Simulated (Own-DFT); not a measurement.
Simulation results for GaN (wurtzite, strained, atoms displaced)

All values are calculated (Own-DFT development build). A calculation, not a measurement: plane-wave PBE density functional theory by an unreviewed code, no spin, of a simulated periodic cell, stress positive in tension, free energy of the whole cell less one offset for each atom, forces on such cells passed a denser k mesh, this cell's mesh not checked; offsets are fitted by least squares, one for each functional and potential file, so energies compare only between cells with the same atoms and settings and are not formation energies; the far tail of each file's local potential was reset to the Coulomb form; each entry is a single point on an unrelaxed cell, so the pressure reflects the starting lattice, mostly measured values (interpolated for alloys), from which strain is counted, and rises with the displacements; printed positions are rounded, which can move forces by about a meV/angstrom; the program, named Own-DFT, is a retired in-house code; no spin-orbit coupling.

Common to all runs: functional PBE; potential files PseudoDojo norm-conserving, scalar-relativistic, standard set with the stringent files for Ga; wave cutoff 96 hartree; occupations Gaussian; smearing width 0.01 eV; k mesh 3 x 4 x 3 centred on Gamma.

(1) 
```xyz
96
Lattice="12.7560 0.0000 0.0000 -4.7835 8.2853 0.0000 0.0000 0.0000 10.5256" Properties=species:S:1:pos:R:3:force_x:R:1:force_y:R:1:force_z:R:1 formula=GaN free_energy_of_cell_above_offsets=-4.629 pressure=4.5 stress_xx=-5.7 stress_yy=-7.68 stress_zz=-0.12 stress_yz=-0.24 stress_xz=-0.7 stress_xy=0.15
Ga     0.0407     1.7885    10.5014     -1.169      1.244      0.256
Ga     1.6535     0.9608     2.6439     -1.614      -1.25      0.311
N      0.0448     1.9118     1.9187      0.053     -0.905       1.07
N      1.6356     0.9279     4.6853     -0.727      0.474     -1.118
Ga    -0.0169     1.9054     5.3242      0.108     -1.344     -0.509
Ga     1.5613     0.9007     7.8564      1.592      0.852       0.31
N      0.0697     1.8826     7.2998     -1.778     -1.506     -1.231
N      1.6081     0.9903     9.8389     -1.333     -2.516     -0.742
Ga    -1.6419     4.6095    10.5044      1.535     -0.689      0.456
Ga     0.0422     3.7070     2.6921     -0.241     -0.234     -1.329
N     -1.5462     4.5749     1.9791      -0.54      0.038      0.053
N     -0.0001     3.7044     4.6156      1.636      -0.19      0.105
Ga    -1.4794     4.6075     5.2180      -2.57      0.239      1.241
Ga    -0.0074     3.5930     7.9010      0.356      2.895      0.692
N     -1.6800     4.6454     7.2696      1.294     -1.235     -1.005
N      0.0913     3.6766     9.8622     -1.542     -0.241     -0.022
Ga    -3.1598     7.3338    10.4761     -0.277      0.152      0.733
Ga    -1.6609     6.3835     2.6384      0.831      0.822     -1.236
N     -3.2296     7.3063     1.9837      0.617      1.235     -0.321
N     -1.6236     6.4241     4.5445      1.239     -0.289      0.653
Ga    -3.0769     7.3658     5.2293     -2.292       0.08       0.56
Ga    -1.6381     6.4280     7.8506      0.974      0.675      0.534
N     -3.1497     7.4262     7.2250     -0.639     -1.079     -0.263
N     -1.5342     6.4058     9.8411      -0.79       0.54     -0.172
Ga     3.0278     1.8258    10.5063      3.717      1.724      0.334
Ga     4.7655     1.0072     2.6533      0.805     -1.609      0.018
N      3.2048     1.8432     1.9921     -0.332      0.101     -0.628
N      4.7550     0.8893     4.7045     -0.267      1.457     -1.759
Ga     3.1821     1.9034     5.2122     -0.037     -0.095       1.81
Ga     4.8018     0.9354     7.8880     -1.122     -0.352      0.774
N      3.1861     1.8788     7.2736      0.358     -0.333     -0.278
N      4.7821     0.9014     9.9646      -0.45      1.143      -1.25
Ga     1.6428     4.6187    10.4454     -1.718     -0.538      1.572
Ga     3.1392     3.6301     2.5531      1.196      2.186      0.889
N      1.5961     4.6470     1.9792      0.107     -0.982     -0.107
N      3.2698     3.7467     4.6966     -2.095     -1.142     -2.234
Ga     1.6938     4.7248     5.2381     -0.791     -1.439      1.182
Ga     3.2255     3.7418     7.9026      0.484      -0.87      0.286
N      1.6497     4.4957     7.2519     -1.446      2.178     -0.572
N      3.1854     3.8424     9.9007      0.816      -3.14     -0.637
Ga    -0.0045     7.3817     0.0079       0.38     -0.514      0.213
Ga     1.5817     6.4339     2.5854       0.39      1.271     -0.129
N     -0.0352     7.4197     1.9384      0.005     -0.458      1.355
N      1.6086     6.5067     4.5960     -1.442     -0.605     -0.954
Ga    -0.0165     7.4049     5.1973      0.108     -1.459      0.879
Ga     1.6093     6.5120     7.9561     -0.374     -1.351     -0.277
N     -0.0046     7.3471     7.1783      0.118      0.112      0.654
N      1.6707     6.3942    10.0124     -2.628      1.289     -2.311
Ga     6.3857     1.8967     0.0224      0.331     -0.659     -0.728
Ga     7.9828     0.9138     2.6651      0.399     -0.842      0.032
N      6.4023     1.7592     1.9629     -0.233      1.231      0.508
N      8.0281     0.9239     4.6069     -1.467     -0.292      1.087
Ga     6.2501     1.8647     5.3491      2.179     -0.482     -0.486
Ga     7.9520     0.9416     7.8970      0.848      -0.68      0.529
N      6.3864     1.8359     7.3043      0.011      0.566     -0.405
N      8.0255     0.8211     9.8775      -0.58      1.936     -0.359
Ga     4.7325     4.6327     0.0457      1.551      0.399     -0.538
Ga     6.4343     3.6513     2.5792     -0.422      0.362      0.456
N      4.8740     4.6909     1.9398     -0.754     -2.093      1.148
N      6.3098     3.6749     4.7011        1.4     -0.663      -1.81
Ga     4.7924     4.5792     5.2157      0.653      1.888      1.627
Ga     6.4383     3.7018     7.9168     -0.996      0.468      0.357
N      4.8119     4.6281     7.2774      0.125     -0.708     -0.845
N      6.4303     3.7732     9.9040     -1.144     -1.556     -0.281
Ga     3.1201     7.3320     0.0037      3.035      0.502      0.534
Ga     4.7690     6.4740     2.6074      1.407     -0.512      0.711
N      3.3055     7.3058     1.9365     -2.854      1.387       0.37
N      4.7421     6.4365     4.5937      0.484     -0.302     -0.115
Ga     3.1526     7.2653     5.2396      1.315      2.438      0.653
Ga     4.7563     6.4182     7.8821      1.014      0.666      0.953
N      3.1968     7.3614     7.2417     -0.232      0.402     -0.285
N      4.8149     6.4044     9.8869     -0.352      1.143     -0.473
Ga     9.6259     1.8825    10.5108     -1.226     -2.017      1.598
Ga    11.1569     0.9208     2.5966      0.392     -0.014      0.506
N      9.5421     1.8095     2.0326      0.515      1.045     -0.925
N     11.1468     0.8909     4.6340      0.361      1.694     -0.189
Ga     9.5268     1.9082     5.3649      0.266      -1.74     -1.623
Ga    11.1216     0.9649     7.8615      0.897     -0.942      0.816
N      9.6211     1.9745     7.2548     -1.047     -2.884     -0.135
N     11.1295     0.9036     9.9256      1.143      0.869     -1.324
Ga     7.9647     4.5977     0.0438      0.566      0.716     -0.901
Ga     9.5763     3.7176     2.6999      0.237     -1.075     -1.312
N      8.0360     4.6534     1.9096     -0.371     -1.344      1.827
N      9.5107     3.5949     4.5900      0.831      2.228      0.555
Ga     7.9428     4.6211     5.1676      0.085     -0.211       1.57
Ga     9.5817     3.6254     7.9098     -1.132      3.533       1.01
N      7.8701     4.7284     7.2401      1.867     -1.758     -0.643
N      9.5633     3.6197     9.9574     -0.157      1.803     -1.594
Ga     6.3926     7.4178     0.0362     -1.115     -1.229     -0.403
Ga     7.9496     6.3983     2.6514     -0.275      1.138      -0.36
N      6.3859     7.3380     1.9418      0.221       0.64       1.09
N      7.9308     6.4245     4.5801      0.638       0.76      0.308
Ga     6.3117     7.3996     5.2279      0.602     -0.858      0.698
Ga     7.9826     6.4681     7.9125      -0.41      0.776      0.277
N      6.3952     7.4125     7.2348     -0.504      0.088     -0.084
N      7.9284     6.4692     9.9489      1.394     -0.162     -1.259
```

Units: free_energy_of_cell_above_offsets in eV; pressure, stress_xx, stress_yy, stress_zz, stress_yz, stress_xz, stress_xy in GPa; force_x, force_y, force_z in eV/Å.

(2) 
```xyz
96
Lattice="12.7560 0.0000 0.0000 -4.7835 8.2853 0.0000 0.0000 0.0000 10.5256" Properties=species:S:1:pos:R:3:force_x:R:1:force_y:R:1:force_z:R:1 formula=GaN free_energy_of_cell_above_offsets=-3.829 pressure=4.55 stress_xx=-6.12 stress_yy=-5.69 stress_zz=-1.84 stress_yz=-0.26 stress_xz=0.67 stress_xy=-0.8
Ga     0.0136     1.7740    10.4956     -0.462      0.442       0.36
Ga     1.6070     0.9389     2.5663     -0.358      0.169       0.99
N     -0.0257     1.8070     1.9260      0.339      0.434      0.696
N      1.5424     0.9220     4.6500      1.568     -0.873     -1.151
Ga    -0.0154     1.7645     5.2173      1.361      2.393      1.507
Ga     1.6021     0.8972     7.9505      0.456      1.315      0.346
N      0.0856     1.8235     7.2612     -1.487      0.296     -0.455
N      1.6703     1.0007     9.9189     -1.075     -1.844     -0.693
Ga    -1.5942     4.6691    10.4967      0.573     -2.569      1.199
Ga    -0.0017     3.6728     2.6277      0.393     -0.567      0.703
N     -1.5330     4.5741     2.0407     -2.151      0.767     -1.271
N      0.0402     3.7095     4.7005      -2.13     -1.403     -1.237
Ga    -1.6739     4.6253     5.2391      0.903     -1.818      0.526
Ga     0.0661     3.6887     7.9362     -0.775     -0.317     -0.068
N     -1.5474     4.6388     7.2400     -1.097     -1.326       0.08
N      0.0018     3.6036     9.9088     -0.246      1.334     -0.472
Ga    -3.1242     7.3656     0.0075     -0.556      0.627     -0.265
Ga    -1.5467     6.4888     2.6226     -0.804     -0.711      -0.03
N     -3.2074     7.4210     1.9098       0.59     -1.149      1.415
N     -1.5782     6.3347     4.5876     -0.131      2.956     -0.208
Ga    -3.0982     7.3874     5.3489     -0.991      -0.37     -1.422
Ga    -1.6903     6.4092     7.8949      1.082      0.738      0.224
N     -3.1845     7.4729     7.2449     -0.598     -2.336      0.459
N     -1.5694     6.4023     9.9145     -0.155      1.517      -1.04
Ga     3.1812     1.8678    10.5109     -0.568      1.886      1.478
Ga     4.8023     0.9545     2.5889     -0.081      0.388      0.479
N      3.1677     1.9270     2.0253      0.619       -1.1     -0.892
N      4.7856     0.9163     4.6356       0.27      0.028     -0.937
Ga     3.1897     1.7606     5.3187     -0.364      1.465     -0.329
Ga     4.7736     0.9304     7.9776     -0.877     -0.397     -1.386
N      3.1641     1.8600     7.2782       0.49     -0.204      0.032
N      4.6844     1.0204     9.9001      2.281     -1.797      0.106
Ga     1.6192     4.6829    10.4848     -0.812     -2.001      1.396
Ga     3.1337     3.7345     2.6451     -0.808      0.265      0.548
N      1.4702     4.6375     1.9636      1.674      0.437     -0.077
N      3.1676     3.6644     4.6291      0.417      0.071      0.476
Ga     1.5521     4.5392     5.2919      1.499      1.213      0.375
Ga     3.1980     3.7080     7.9045       0.21     -0.276     -0.295
N      1.6131     4.6444     7.3156      0.165     -0.476     -0.798
N      3.1449     3.7075     9.8372      1.144      0.388      0.558
Ga    -0.0098     7.3684     0.0240     -0.519      0.471     -0.456
Ga     1.6178     6.5538     2.6955     -3.568     -3.558      0.953
N      0.0387     7.3369     1.9258     -0.575      1.536       0.83
N      1.6104     6.4459     4.6135      -0.78     -0.018      0.731
Ga    -0.0207     7.4007     5.2606      0.523     -1.186      0.504
Ga     1.6468     6.4385     7.9002     -1.117      0.676     -0.408
N     -0.0561     7.3444     7.2551      0.529      0.349      0.424
N      1.5171     6.4457     9.9182      0.952      1.313      -1.45
Ga     6.3733     1.8027    10.4618     -0.629      1.096      1.168
Ga     8.0205     0.8985     2.6765     -1.556     -0.798      0.291
N      6.4870     2.0000     2.0116     -0.835     -6.645     -2.677
N      8.0772     1.0051     4.5864     -1.458     -1.256      0.763
Ga     6.4028     1.8300     5.2934      0.117      0.411     -0.573
Ga     7.8694     0.8869     7.9563      0.377     -0.195     -1.815
N      6.3217     1.8073     7.2415      0.604      0.812        0.8
N      7.9453     0.8773     9.8622     -0.307       1.12     -0.053
Ga     4.8372     4.6253    10.5155     -1.901     -0.059      0.837
Ga     6.3891     3.6087     2.5096     -1.599      5.042       3.39
N      4.7101     4.5693     2.0255      1.262      0.532     -1.143
N      6.3960     3.6681     4.5910     -0.601      0.113      0.214
Ga     4.8067     4.6485     5.3353     -0.234     -0.787     -1.832
Ga     6.4285     3.7552     7.9431     -0.799     -1.038     -2.191
N      4.8233     4.6054     7.2253     -0.077       0.55      1.158
N      6.3429     3.7291     9.7855      0.653     -1.129      1.685
Ga     3.1001     7.4203    10.4544      0.703     -2.317       2.12
Ga     4.8023     6.4328     2.6389     -0.184      0.041     -0.224
N      3.0498     7.2703     2.1127      4.887      3.198     -3.013
N      4.7641     6.5101     4.6241      1.234     -0.575     -0.218
Ga     3.1880     7.3482     5.2303     -0.286      0.951     -0.405
Ga     4.7976     6.5012     7.8812     -0.939     -0.928      0.467
N      3.2098     7.3727     7.1413      -0.37     -0.045      1.878
N      4.7670     6.4652     9.9353     -0.996     -0.022     -1.384
Ga     9.5247     1.7838    10.5047      1.442      0.362      0.778
Ga    11.2011     0.9346     2.6708     -0.743     -0.734     -1.402
N      9.4808     1.7574     2.0366      2.268      1.681     -1.721
N     11.2479     0.9439     4.5894     -2.201     -0.679      0.414
Ga     9.5922     1.8001     5.3764      0.102      1.073     -2.129
Ga    11.1893     0.8996     7.8008       -0.1      0.784      1.483
N      9.4507     1.7401     7.2271       1.33      1.156      1.487
N     11.1662     0.8575     9.8833     -0.648      1.165     -1.175
Ga     7.9678     4.4743    10.4984     -0.239      2.615      0.839
Ga     9.5068     3.7041     2.6128       0.35     -0.317     -0.491
N      7.8380     4.6655     1.9890      1.986     -1.051     -1.479
N      9.4811     3.7757     4.5074        1.2     -1.343      1.647
Ga     7.9572     4.5850     5.2790     -0.611      0.229     -0.356
Ga     9.5210     3.6802     7.9519      1.484     -0.539     -1.884
N      8.0232     4.6000     7.2492     -0.642      0.455     -0.148
N      9.5231     3.6791     9.8039      0.746     -0.827      1.827
Ga     6.3131     7.3706     0.0151      1.444      -0.25     -1.716
Ga     8.0086     6.3830     2.6892     -0.645      1.891     -0.853
N      6.3540     7.3587     1.8011      0.151      0.037      4.704
N      7.9117     6.4453     4.6253      1.596     -0.079      0.154
Ga     6.4359     7.3895     5.2701     -1.224      -0.23      -0.04
Ga     7.8835     6.4225     7.9543      1.539        0.6      0.044
N      6.3552     7.3462     7.2640      0.627       0.29     -0.823
N      8.0481     6.5283     9.8947     -1.236     -1.537     -0.463
```

Units: free_energy_of_cell_above_offsets in eV; pressure, stress_xx, stress_yy, stress_zz, stress_yz, stress_xz, stress_xy in GPa; force_x, force_y, force_z in eV/Å.

(3) 
```xyz
96
Lattice="12.7560 0.0000 0.0000 -4.7835 8.2853 0.0000 0.0000 0.0000 10.5256" Properties=species:S:1:pos:R:3 formula=GaN
Ga    -0.0528     1.8387     0.0108
Ga     1.6270     0.8196     2.6099
N      0.0910     1.8376     1.9172
N      1.6253     1.0544     4.6772
Ga     0.1039     1.9050     5.2806
Ga     1.6032     0.8843     7.8801
N      0.0668     1.7670     7.2409
N      1.7502     0.8703     9.8820
Ga    -1.5359     4.6144    10.4771
Ga    -0.0481     3.6342     2.6559
N     -1.5779     4.5697     1.9404
N      0.0836     3.7036     4.5758
Ga    -1.5888     4.5686     5.2278
Ga    -0.0006     3.6561     7.8794
N     -1.5301     4.6841     7.2002
N      0.0536     3.8035     9.9280
Ga    -3.1188     7.3720    10.4782
Ga    -1.6139     6.4588     2.5537
N     -3.2269     7.3175     1.9421
N     -1.5587     6.4525     4.6293
Ga    -3.0803     7.2903     5.2620
Ga    -1.6327     6.3611     7.8958
N     -3.1605     7.3307     7.3309
N     -1.5908     6.4593     9.9108
Ga     3.1370     1.8574     0.0373
Ga     4.7671     0.9636     2.6749
N      3.2741     1.8986     1.9508
N      4.7867     1.0061     4.5881
Ga     3.2358     1.7609     5.2525
Ga     4.6860     0.8347     7.8489
N      3.1846     1.8571     7.1987
N      4.7724     0.9516     9.8506
Ga     1.4643     4.6024    10.4941
Ga     3.1521     3.7032     2.6961
N      1.6589     4.5511     2.0410
N      3.2066     3.7058     4.5752
Ga     1.5726     4.5565     5.2041
Ga     3.2031     3.8234     7.8896
N      1.6694     4.6195     7.3105
N      3.2807     3.7270     9.9348
Ga    -0.0157     7.4662    10.4251
Ga     1.5758     6.4742     2.6911
N     -0.0533     7.3173     2.0239
N      1.5465     6.4766     4.6099
Ga    -0.0417     7.3916     5.2660
Ga     1.6278     6.4318     7.8347
N     -0.0079     7.3971     7.2262
N      1.6273     6.4692     9.8772
Ga     6.3111     1.8561    10.4589
Ga     7.9830     0.9299     2.7114
N      6.3749     1.8738     1.9635
N      7.9666     0.8936     4.5852
Ga     6.3256     1.7779     5.2518
Ga     8.0256     0.8723     7.8791
N      6.3764     1.7923     7.3455
N      7.9529     0.8379     9.9428
Ga     4.7487     4.6395    10.4657
Ga     6.3697     3.6879     2.6108
N      4.7206     4.5087     1.9837
N      6.4738     3.6563     4.6697
Ga     4.7878     4.5949     5.2583
Ga     6.3736     3.6829     7.9015
N      4.7946     4.5022     7.2407
N      6.4423     3.7259     9.8690
Ga     3.2046     7.3922     0.0455
Ga     4.8306     6.5044     2.5723
N      3.0907     7.3285     2.0371
N      4.8211     6.4043     4.6441
Ga     3.1570     7.3973     5.2239
Ga     4.8294     6.4805     7.7649
N      3.2529     7.3158     7.2034
N      4.7906     6.3731     9.9747
Ga     9.5770     1.8697    10.4694
Ga    11.2304     0.9256     2.6183
N      9.6102     1.8468     1.9947
N     11.1615     0.9197     4.6005
Ga     9.5722     1.9008     5.2906
Ga    11.1288     0.9495     7.9711
N      9.4771     1.7959     7.3228
N     11.1405     0.9555     9.7878
Ga     7.9437     4.5964    10.5144
Ga     9.5262     3.7086     2.6426
N      7.9955     4.6120     2.0012
N      9.6299     3.5971     4.6094
Ga     8.0148     4.6512     5.1819
Ga     9.5450     3.6924     7.9890
N      7.9844     4.7463     7.2957
N      9.6804     3.6578     9.9151
Ga     6.4625     7.4180     0.0152
Ga     7.9653     6.4520     2.6257
N      6.4136     7.2913     2.0129
N      7.9316     6.3852     4.5308
Ga     6.3007     7.3018     5.1905
Ga     7.9333     6.3974     7.9110
N      6.3757     7.4659     7.1439
N      7.9643     6.3254     9.9277
```

**Q.** Estimate the stress zz of GaN (wurtzite, strained, atoms displaced) (entry 3).
**A.** -0.39 GPa

**Q.** Give the table of force values for GaN (wurtzite, strained, atoms displaced) (entry 3).
**A.** 
Force:
```csv
element,x (eV/Å),y (eV/Å),z (eV/Å)
Ga,1.524,0.39,-0.627
Ga,0.711,1.738,0.374
N,-0.746,-0.649,0.639
N,0.1,-3.044,-1.81
Ga,-1.94,-0.933,0.185
Ga,1.212,0.257,0.378
N,-1.533,1.441,0.424
N,-3.047,0.526,-0.821
Ga,-0.653,0.637,1.392
Ga,1.351,0.873,-0.98
N,-0.482,0.284,0.524
N,-2.184,-0.589,0.405
Ga,0.635,0.363,0.157
Ga,0.854,0.226,0.166
N,-0.542,-2.909,-0.075
N,-3.048,-3.875,-2.501
Ga,-1.391,-0.727,0.515
Ga,0.098,-1.021,0.604
N,0.376,0.31,-0.001
N,-0.183,-0.913,-1.115
Ga,-2.402,1.37,0.766
Ga,0.902,2.099,0.839
N,-0.7,-0.104,-1.221
N,0.61,-0.649,-1.052
Ga,1.966,1.356,-0.067
Ga,0.67,-0.521,-1.428
N,-1.552,-1.195,0.845
N,-0.143,-1.924,-0.012
Ga,-0.4,2.454,0.864
Ga,0.864,2.302,1.001
N,-0.269,0.186,0.461
N,-0.769,0.32,-0.484
Ga,5.425,2.318,2.349
Ga,0.907,-0.573,-0.901
N,-2.539,1.101,-0.921
N,-0.047,-0.536,1.496
Ga,1.916,1.49,1.023
Ga,0.493,-2.742,1.436
N,-2.244,-0.191,-1.727
N,-2.89,-1.192,-1.555
Ga,0.949,-1.401,1.438
Ga,-0.846,-1.368,-0.805
N,0.824,1.426,-0.883
N,0.204,-0.323,0.898
Ga,0.971,0.123,0.044
Ga,-0.253,0.92,1.073
N,-0.069,-1.926,-0.281
N,-0.78,-0.009,-0.494
Ga,1.09,0.147,0.832
Ga,-0.268,0.064,-2.066
N,0.335,-0.761,0.075
N,0.193,0.853,1.286
Ga,1.711,1.412,1.37
Ga,-2.48,-0.828,1.322
N,0.008,-0.044,-1.2
N,0.595,2.094,-1.217
Ga,1.455,-1.227,2.101
Ga,-0.354,0.078,0.382
N,1.398,1.822,-0.124
N,-1.018,-0.139,-0.575
Ga,0.42,-0.812,-0.135
Ga,0.656,-0.563,-0.055
N,0.76,2.035,-0.633
N,-1.111,-0.973,-0.373
Ga,-0.192,-1.622,0.43
Ga,-1.943,-2.074,0.586
N,2.038,1.109,-0.316
N,-1.864,0.055,-1.214
Ga,0.513,-1.103,0.206
Ga,0.41,-1.129,1.492
N,-0.995,0.608,-0.32
N,0.748,3.269,-1.664
Ga,-1.178,-1.027,1.588
Ga,-0.609,0.071,0.485
N,-0.128,-0.295,-0.513
N,0.583,0.31,0.158
Ga,-0.019,-2.386,0.387
Ga,0.519,-0.279,-3.044
N,2.314,2.07,-1.179
N,0.813,-0.483,2.368
Ga,1.11,-1.093,1.361
Ga,0.99,-0.725,-0.605
N,-0.492,-0.047,-0.501
N,-0.467,2.226,-0.201
Ga,-0.049,-1.294,1.412
Ga,-0.075,0.25,-1.168
N,0.247,-3.98,-1.645
N,-1.179,0.796,-0.628
Ga,-1.154,-1.478,-0.093
Ga,0.48,-0.925,-0.176
N,0.059,2.082,-1.113
N,1.157,1.652,0.877
Ga,2.021,1.779,0.603
Ga,-0.039,3.214,0.782
N,0.438,-0.943,1.096
N,0.641,3.041,-0.977
```

Further results for GaN (wurtzite, strained, atoms displaced) (entry 3):

```
free energy of cell above offsets : -3.600 eV
pressure                          : 4.86 GPa
stress xx                         : -7.29 GPa
stress yy                         : -6.9 GPa
stress yz                         : -0.03 GPa
stress xz                         : -1.01 GPa
stress xy                         : -0.88 GPa
```
